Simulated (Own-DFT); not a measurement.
# Energy and forces against displacement in grey tin, 64 atoms (Sn64)

These are calculations, not measurements. The program, named Own-DFT, is a retired in-house plane-wave density functional code that no person has reviewed. Each row is one single-point run on a periodic cell that was not relaxed, without spin or spin-orbit coupling.

Settings of every run: PBE; PseudoDojo norm-conserving scalar-relativistic files; cutoff 42 hartree; 3 x 3 x 3 k mesh centred on Gamma; cold (Marzari-Vanderbilt) smearing of 0.2 eV.

Known limits: forces on such cells moved up to 12 meV/angstrom on a denser k mesh; stress not checked against mesh or cutoff.

Cell vectors in Å: (12.978, 0.000, 0.000); (0.000, 12.978, 0.000); (0.000, 0.000, 12.978). In each run every atom was moved at random and independently from its ideal site; u is the rms move along one axis. E is the free energy for each atom above the fitted value at u = 0, and F the rms of the force components.

```
run   u (Å)  E (meV/atom)  F (eV/Å)  largest force (eV/Å)  P (GPa)
  1  0.0209           6.6     0.250                  0.96     3.39
  2  0.0211           4.9     0.200                  0.66     3.37
  3  0.0468          31.1     0.575                  2.04     3.63
  4  0.0475          28.5     0.520                  1.61     3.59
  5  0.0503             ?         ?                     ?        ?
  6  0.0914         112.1     1.063                  4.25     4.38
  7  0.0919         109.4     1.051                  3.99     4.33
  8  0.1018         132.8     1.169                  4.38     4.53
  9  0.1501         256.5     1.834                 11.89     5.59
```

## Worked fit

For small independent moves the energy grows as E = (3/2) K u², with K the mean stiffness felt by one atom. The runs with u up to 0.11 Å give K = 8.8 ± 0.3 eV/Å², with residuals divided by u² + 0.0006 Å², since the noise grows with the moves. The scatter is 2.3 meV/atom at u = 0.05 Å. The forces follow F = G u with G = 11.3 eV/Å²; no force at u = 0 is resolved. G exceeds K because the moves of its neighbours add to the force on an atom, and stiffness differs between atoms. At u = 0.150 Å the parabola gives 296 meV/atom and the run 256. The pressure follows P = 3.34 + 118 u² GPa: at fixed volume, shortened bonds push harder than stretched ones pull.

## Withheld run

Question: what energy and rms force should run 5 give?

The fit gives 33 ± 3 meV/atom and about 0.57 eV/Å. The calculation gave 31.9 meV/atom and 0.561 eV/Å.
